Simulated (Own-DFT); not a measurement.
# Reading a pressure off an energy slope: monoclinic HfO2, 94 atoms (Hf32O62), with two O vacancies

All values are computed. Each geometry was run twice at fixed positions with Own-DFT, a retired in-house plane-wave program that no person has reviewed: with PBE, and with HSE06 (exact exchange share 0.25 at short range, screening 0.11 per bohr, Gygi-Baldereschi treatment of its divergence). Both used PseudoDojo norm-conserving files made for PBE, a cutoff of 48 hartree, the Gamma point alone, fixed occupations, a neutral cell and no spin. The unstrained cell is 10.1 Å across at its thinnest, so Gamma alone is coarse and defects feel their images. The hafnium file keeps the 4f electrons in the core, and its forces lie about 75 meV/Å off all-electron values. The oxygen file's force components were 24 meV/Å off all-electron values in a glass.

Unstrained cell vectors in Å: (10.234, 0.000, 0.000); (0.000, 10.350, 0.000); (-1.695, 0.000, 10.445), volume V0 = 1106.4 Å³, from measured lattice constants. Each geometry has its own random strain of a few per cent, its own defect sites and random moves of rms u per axis. HSE06 gave the energy alone. D is its energy less that of PBE, over the lowest D shown. The PBE stress wasn't checked against mesh or cutoff.

| run | V - V0 (Å³) | u (Å) | P with PBE (GPa) | D (eV) |
|---|---|---|---|---|
| 1 | 8.5 | 0.0289 | 1.92 | 1.284 |
| 2 | -42.3 | 0.0305 | 15.66 | 0.000 |
| 3 | -24.5 | 0.0284 | 9.30 | 0.502 |
| 4 | -27.3 | 0.0297 | 10.18 | 0.389 |
| 5 | -16.4 | 0.0288 | 8.05 | 0.751 |
| 6 | -30.9 | 0.0508 | 13.17 | 0.457 |
| 7 | -15.7 | 0.0299 | 8.04 | 0.718 |
| 8 | -36.4 | 0.0315 | 13.22 | 0.274 |
| 9 | 5.1 | 0.0489 | 4.90 | 1.459 |
| 10 | -26.2 | 0.0510 | 12.58 | 0.622 |
| 11 | -5.2 | 0.0489 | 6.57 | 1.153 |
| 12 | -11.9 | 0.0284 | 6.69 | 0.773 |
| 13 | 2.0 | 0.0480 | 4.87 | 1.355 |
| 14 | -27.8 | 0.0314 | 9.64 | ? |

## Working it out

D = 1.03 + 0.0259 (V - V0) + 108 u² eV, with an error of 0.0008 on the volume slope, 17 on the last term and a scatter of 0.05 eV. Pressure is -dE/dV, and 1 eV/Å³ is 160.2 GPa, so HSE06 changes the pressure by -4.2 ± 0.1 GPa. With the ions held to the strained lattice, the PBE pressure falls by 278 ± 11 GPa per unit of volume strain; the shape of the strain isn't fitted, so the true error is larger, and a relaxed crystal would be softer. On that slope HSE06's volume at a given pressure is about 1.5 % smaller, or 0.5 % in lengths. At u = 0 and V0 the PBE pressure is 2.9 GPa, which puts the zero-pressure volume, against the measured cell and with the defects in, at +1.1 % for PBE and -0.4 % for HSE06, each good to a few tenths of a per cent.

## Check

The question: what D should run 14 give?

The fitted form gives 0.42 eV, with rows scattering by 0.05. The hidden result is 0.589 eV. The miss is larger than the scatter suggests: chance, or a term that the fit lacks.
